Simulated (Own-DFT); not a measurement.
# Computed records: SiC (4H silicon carbide, atoms displaced)

A calculation, not a measurement: plane-wave PBE density functional theory by an unreviewed code, no spin, of a simulated periodic cell, stress positive in tension, free energy of the whole cell less one offset for each atom, forces on such cells passed a denser k mesh, this cell's mesh not checked; offsets are fitted by least squares, one for each functional and potential file, so energies compare only between cells with the same atoms and settings and are not formation energies; the far tail of each file's local potential was reset to the Coulomb form; each entry is a single point on an unrelaxed cell, so the pressure reflects the starting lattice, mostly measured values (interpolated for alloys), from which strain is counted, and rises with the displacements; printed positions are rounded, which can move forces by about a meV/angstrom; the program, named Own-DFT, is a retired in-house code; no spin-orbit coupling. Program: Own-DFT development build.

Settings shared by all entries: functional PBE; potential files PseudoDojo norm-conserving, scalar-relativistic, standard set; wave cutoff 42 hartree; occupations Fermi-Dirac; smearing width 0.1 eV; hardware one NVIDIA H100; k mesh 4 x 4 x 3 centred on Gamma.

(1) SiC (4H silicon carbide, atoms displaced)

```xyz
72
Lattice="9.2481 0.0000 0.0000 -4.6241 8.0091 0.0000 0.0000 0.0000 10.0681" Properties=species:S:1:pos:R:3 SiC
Si    -4.5940     8.0043     4.1098
Si    -0.0013     1.7589     1.5600
C     -4.5597     7.9546     0.9342
C     -0.0663     1.7930     3.4511
Si     7.6974     2.6488     4.0827
Si    -1.5947     4.4851     1.6170
C      7.6390     2.7180     0.8736
C     -1.5741     4.4678     3.5070
Si     6.1489     5.3284     4.0861
Si    -3.1165     7.1184     1.5386
C      6.1179     5.3058     0.9537
C     -3.0772     7.1156     3.4348
Si    -1.5409     7.9412     4.0277
Si     3.0830     1.7907     1.5854
C     -1.5328     7.9970     0.9017
C      3.0632     1.7789     3.4108
Si     1.5621     2.6685     4.0565
Si     1.5749     4.4291     1.5762
C      1.5338     2.6758     0.9559
C      1.5480     4.4785     3.4475
Si    -0.0078     5.3467     4.0836
Si    -0.0075     7.0980     1.5401
C     -0.0225     5.3494     0.9501
C     -0.0333     7.1358     3.4544
Si     1.5072     7.9889     4.0884
Si     6.1690     1.8033     1.6000
C      6.1758     0.0723     0.9554
C      6.2125     1.7542     3.5051
Si     4.6337     2.6977     4.0895
Si     4.5959     4.4891     1.5398
C      4.6483     2.6372     0.9864
C      4.6770     4.3988     3.4546
Si     3.1081     5.3787     4.1195
Si     3.0898     7.1619     1.5934
C      3.0525     5.3951     0.9392
C      3.1139     7.0894     3.4310
Si     9.2459     0.0032     9.1670
Si     4.6096     6.1904     6.6052
C      4.6238     7.9852     6.0283
C      4.6372     6.2043     8.4674
Si    -3.0988     5.3892     9.1037
Si     6.2101     3.5151     6.5967
C      6.1580     5.3367     5.9767
C      6.1595     3.5603     8.4856
Si     7.6887     2.6318     9.1290
Si     7.6923     0.8136     6.6281
C      7.6876     2.6661     5.9793
C      7.7038     0.9256     8.4963
Si     6.1164     0.0108     9.1040
Si     1.5228     6.2163     6.5810
C      6.1560     0.0754     6.0093
C      1.4987     6.2145     8.5646
Si     3.0808     5.3392     9.1363
Si     3.0848     3.5353     6.6056
C      3.0948     5.3483     5.9912
C      3.0645     3.5678     8.4523
Si     4.7095     2.6677     9.1313
Si     4.5679     0.8357     6.5552
C      4.6104     2.6849     5.9265
C      4.6542     0.9054     8.5171
Si    -1.5378     8.0044     9.1115
Si    -1.5675     6.2222     6.6053
C      3.0981     0.0645     6.0021
C     -1.5307     6.1998     8.4940
Si     0.0185     5.3452     9.0454
Si    -0.0386     3.5743     6.6490
C     -0.0295     5.3249     5.9302
C     -0.0294     3.5730     8.5007
Si     1.4984     2.7091     9.1224
Si     1.5772     0.8693     6.6352
C      1.5383     2.6807     6.0315
C      1.5759     0.9434     8.5268
```

Results for SiC (4H silicon carbide, atoms displaced): free energy of cell above offsets -10.366 eV; pressure 3.86 GPa; stress xx -4.56 GPa; stress yy -2.57 GPa; stress zz -4.45 GPa; stress yz -0.28 GPa; stress xz -0.12 GPa; stress xy 0.03 GPa; wall time 379.3 s.

Force:
```csv
element,x (eV/Å),y (eV/Å),z (eV/Å)
Si,-0.638,0.334,-0.055
Si,-0.639,0.718,-0.175
C,-2.126,1.579,0.202
C,1.705,-0.585,0.078
Si,-0.06,0.861,0.822
Si,0.881,-0.493,-0.871
C,1.311,-0.721,2.034
C,0.611,-0.54,-0.601
Si,0.086,0.245,0.293
Si,2.034,-0.908,0.512
C,0.539,1.33,-0.745
C,-0.468,-0.291,0.295
Si,-0.58,2.102,1.068
Si,0.106,-0.555,-1.264
C,-0.463,0.094,0.843
C,0.593,-0.469,1.358
Si,-0.87,0.276,0.926
Si,-1.248,0.996,-0.187
C,0.095,-0.172,-0.391
C,0.28,-0.252,0.688
Si,-0.009,-0.346,-0.646
Si,0.376,0.706,0.077
C,0.297,-0.707,-0.469
C,1.003,-0.842,-0.158
Si,1,0.317,0.08
Si,0.211,-0.015,0.153
C,-0.085,-1.292,-0.211
C,-1.299,0.158,-0.701
Si,-0.063,-1.427,-0.516
Si,-0.192,-1.226,0.731
C,-0.869,1.254,-0.844
C,-1.305,1.633,-0.257
Si,0.042,-1.419,-0.79
Si,-0.374,-0.282,-0.896
C,0.472,-0.642,0.037
C,-0.385,0.962,1.303
Si,0.363,0.014,-1.665
Si,0.615,0.47,0.073
C,0.405,-0.09,-0.837
C,-0.809,1.037,0.808
Si,0.527,-1.63,0.47
Si,-1.562,0.699,0.059
C,-0.018,-0.216,-0.115
C,0.772,0.511,-0.106
Si,-0.173,1.65,-0.685
Si,0.774,2.082,-0.081
C,1.085,-0.943,-0.069
C,0.024,-1.758,0.398
Si,1.286,-0.115,0.876
Si,0.004,0.449,0.704
C,-0.476,-2.491,-1.039
C,1.541,0.847,-1.861
Si,-0.049,-0.228,-0.546
Si,0.061,0.427,-0.318
C,-0.725,-0.255,-0.229
C,0.64,-0.092,1.659
Si,-2.059,0.116,0.185
Si,1.971,2.689,1.625
C,0.255,-0.608,1.089
C,-1.164,-0.233,-1.156
Si,0.358,0.391,0.028
Si,0.227,0.368,-0.264
C,-1.445,-2.669,-1.663
C,-0.365,0.932,-0.379
Si,-1.334,-0.685,2.42
Si,0.484,-0.763,-1.17
C,0.283,0.527,1.1
C,-0.112,-0.264,0.212
Si,1.11,-0.139,-0.023
Si,-1.163,1.121,0.148
C,-0.452,-0.39,-1.294
C,-0.848,-1.14,-0.08
```

(2) SiC (4H silicon carbide, atoms displaced)

```xyz
72
Lattice="9.2481 0.0000 0.0000 -4.6241 8.0091 0.0000 0.0000 0.0000 10.0681" Properties=species:S:1:pos:R:3 SiC
Si    -0.0041     0.0578     4.0487
Si    -0.0076     1.7840     1.5923
C      9.2302     0.0096     0.9697
C      0.0191     1.7333     3.4934
Si     7.7205     2.6350     4.0693
Si    -1.5448     4.4549     1.5834
C     -1.5348     2.6655     0.9532
C     -1.5792     4.4009     3.4690
Si    -3.0737     5.3405     4.0968
Si    -3.1554     7.1247     1.6215
C     -3.0501     5.3767     0.9418
C     -3.0746     7.1334     3.4694
Si     3.1400     0.0144     4.0915
Si     3.0515     1.7842     1.5979
C      3.0550     0.0554     0.9268
C      3.1165     1.7909     3.4769
Si     1.5265     2.6802     4.0858
Si     1.5582     4.4076     1.5523
C      1.5537     2.6442     0.9740
C      1.5539     4.4186     3.4435
Si    -0.0418     5.3585     4.1060
Si    -0.0189     7.1299     1.5902
C     -0.0167     5.3037     0.9576
C     -0.0077     7.0763     3.4377
Si     1.5977     7.9934     4.1011
Si     6.1325     1.8117     1.5802
C      6.1512     0.0050     0.9956
C      6.1455     1.7988     3.4436
Si     4.6163     2.6513     4.1001
Si     4.6693     4.4611     1.5653
C      4.5813     2.6546     0.9380
C      4.6358     4.4294     3.4537
Si     3.0942     5.3053     4.0086
Si     3.1544     7.0916     1.6079
C      3.0676     5.2979     0.9603
C      3.0815     7.1802     3.4471
Si     0.0161     0.0068     9.1159
Si     4.6553     6.2123     6.6169
C      4.6157     7.9792     5.9960
C      4.6540     6.1940     8.4428
Si     6.1144     5.3503     9.1693
Si     6.1560     3.5452     6.6138
C     -3.0236     5.3480     5.9459
C      6.1921     3.5627     8.3846
Si    -1.4946     2.6650     9.1263
Si     7.7234     0.9713     6.6325
C      7.6646     2.6682     5.9990
C      7.7149     0.8934     8.4963
Si     1.4890     7.9824     9.1290
Si     1.5365     6.2593     6.6039
C      6.1736     0.0141     5.9939
C      1.4811     6.2634     8.5337
Si     3.1200     5.3616     9.1446
Si     3.0735     3.5131     6.6012
C      3.1127     5.2869     5.9802
C      3.1047     3.5684     8.4622
Si     4.5893     2.6827     9.1395
Si     4.5809     0.8902     6.6044
C      4.6139     2.7173     5.9670
C      4.5784     0.9300     8.4720
Si     3.0471     0.0363     9.0843
Si    -1.5492     6.2638     6.5931
C      3.0777     0.0307     5.9808
C     -1.5028     6.1815     8.4725
Si    -0.0355     5.3413     9.1320
Si    -0.0426     3.5824     6.5953
C     -0.0457     5.3518     5.9602
C     -0.0625     3.6035     8.4849
Si     1.5348     2.6848     9.1636
Si     1.5217     0.8265     6.5910
C      1.4953     2.6352     5.9862
C      1.5065     0.9500     8.4930
```

It finds free energy of cell above offsets -10.585 eV; pressure 3.7 GPa; stress xx -2.62 GPa; stress yy -3.33 GPa; stress zz -5.16 GPa; stress yz 0.2 GPa; stress xz -0.03 GPa; stress xy -0.06 GPa; wall time 375.7 s.

Force:
```csv
element,x (eV/Å),y (eV/Å),z (eV/Å)
Si,0.459,-2.535,1.864
Si,-0.106,-0.057,-0.081
C,0.294,-0.115,-0.781
C,-0.238,2.117,-1.031
Si,-0.792,0.292,0.701
Si,0.261,-0.372,0.024
C,-0.391,0.299,-0.087
C,0.791,0.688,-0.1
Si,-0.362,-0.05,-0.185
Si,1.992,0.627,-0.911
C,-0.837,-0.458,0.392
C,0,0.007,0.442
Si,-0.946,-0.229,-0.258
Si,0.863,-0.328,-0.111
C,-0.241,-1.241,0.306
C,-0.971,-0.275,-0.011
Si,0.694,-0.466,0.664
Si,-0.954,0.626,0.514
C,-0.791,0.258,-0.4
C,-0.793,0.658,0.086
Si,0.538,-1.132,-0.712
Si,-0.084,-0.223,-0.987
C,0.447,0.635,-0.123
C,0.522,0.951,1.066
Si,-1.72,0.713,-0.199
Si,0.347,-0.879,-0.453
C,0.511,-0.21,-0.794
C,0.446,-0.678,0.752
Si,0.524,0.746,-0.007
Si,-0.67,-0.734,0.135
C,0.655,0.837,0.121
C,0.274,0.346,-0.201
Si,0.016,0.745,1.732
Si,-2.397,0.539,-0.967
C,1.189,0.807,-0.212
C,0.943,-1.622,0.426
Si,-0.526,-0.193,-0.083
Si,-0.42,-0.515,-1.534
C,-0.348,0.498,-0.712
C,-0.562,1.216,1.86
Si,1.966,-0.793,-1.881
Si,-0.12,0.896,-1.576
C,-1.046,-0.153,0.573
C,-0.648,-0.129,4.084
Si,-1.564,0.1,-0.218
Si,-0.207,-2.081,-0.142
C,0.783,0.499,-1.238
C,-0.319,-0.342,0.694
Si,0.411,1.517,0.582
Si,0.362,-0.971,0.111
C,-0.078,0.38,-0.264
C,1.223,-1.199,-0.596
Si,-1.223,-0.291,-0.893
Si,-0.537,0.743,-0.297
C,-0.707,0.891,-0.538
C,-0.991,0.251,1.272
Si,1.095,0.014,-0.993
Si,1.171,0.845,-0.111
C,0.099,-1.377,-0.062
C,0.411,-0.549,0.501
Si,0.337,-0.791,0.584
Si,0.235,-0.621,0.313
C,-0.01,-0.624,-0.387
C,-1.968,1.762,0.51
Si,0.558,-0.057,0.361
Si,0.361,-0.279,0.141
C,0.96,0.256,0.237
C,1.782,-0.654,0.35
Si,-0.111,0.717,-1.177
Si,-0.38,1.497,0.233
C,0.228,0.281,-0.229
C,0.308,-1.032,-0.09
```
